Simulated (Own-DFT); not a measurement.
# One host, several defects: zincblende GaAs

Source: density functional calculations with Own-DFT, an unreviewed in-house program that is no longer used. Nothing was measured or relaxed, and spin and spin-orbit coupling are left out.

Common settings: PBE; PseudoDojo norm-conserving scalar-relativistic files; cutoff 42 hartree; 3 x 3 x 3 k mesh centred on Gamma; Fermi-Dirac smearing of 0.1 eV.

Limits (not all hold for every row): not probed for a lower state with spin; forces not confirmed at this smearing and k mesh; stress not checked against mesh or cutoff.

All runs share one cell, with vectors in Å (11.737, 0.000, 0.000); (0.000, 11.737, 0.000); (0.000, 0.000, 10.833) and a volume of 1492.4 Å³, strained against the parent crystal. The atoms are randomly displaced, by u rms on each axis. The defect's site can differ from row to row.

| cell | formula | u (Å) | P (GPa) |
|---|---|---|---|
| no defect | As32Ga32 | 0.0271 | 1.22 |
| no defect | As32Ga32 | 0.0311 | 1.24 |
| no defect | As32Ga32 | 0.0512 | 1.58 |
| one In on a Ga site | As32Ga31In | 0.0514 | 2.03 |
| one In on a Ga site | As32Ga31In | 0.0524 | 2.07 |
| one In on a Ga site | As32Ga31In | 0.0528 | 2.19 |
| one P on an As site | As31Ga32P | 0.0272 | ? |
| one P on an As site | As31Ga32P | 0.0273 | 0.98 |
| one P on an As site | As31Ga32P | 0.0278 | 0.99 |
| one P on an As site | As31Ga32P | 0.0330 | 1.03 |
| one Al on a Ga site | AlAs32Ga31 | 0.0300 | 1.25 |
| one Al on a Ga site | AlAs32Ga31 | 0.0475 | 1.49 |
| one Al on a Ga site | AlAs32Ga31 | 0.0512 | 1.58 |
| one As vacancy and one Ga vacancy | As31Ga31 | 0.0309 | 0.88 |
| one As vacancy and one Ga vacancy | As31Ga31 | 0.0313 | 0.92 |
| one As vacancy and one Ga vacancy | As31Ga31 | 0.0526 | 1.34 |

## Working it out

P = P0 + c u² + a shift for each defect gives P0 = 1.04 GPa, c = 210 ± 17 GPa/Å² and a scatter of 0.04 GPa. The shifts, and each times the cell's volume:

- one In on a Ga site: 0.48 ± 0.04 GPa, 4.5 eV
- one Al on a Ga site: -0.01 ± 0.03 GPa, -0.1 eV (not resolved)
- one P on an As site: -0.22 ± 0.03 GPa, -2.1 eV
- one As vacancy and one Ga vacancy: -0.33 ± 0.03 GPa, -3.0 eV

A positive shift means that the defect pushes the cell outwards. Shift times volume (160.2 GPa Å³ is 1 eV) depends little on the cell's size, so, taken for each site, it can be compared between cells at like pressure. The atoms around the defects weren't relaxed, which would change these numbers.

## Prediction

Q: what pressure belongs in the blank (one P on an As site, u = 0.0272 Å)?

From the fit: 0.98 ± 0.05 GPa. Computed: 0.99 GPa.
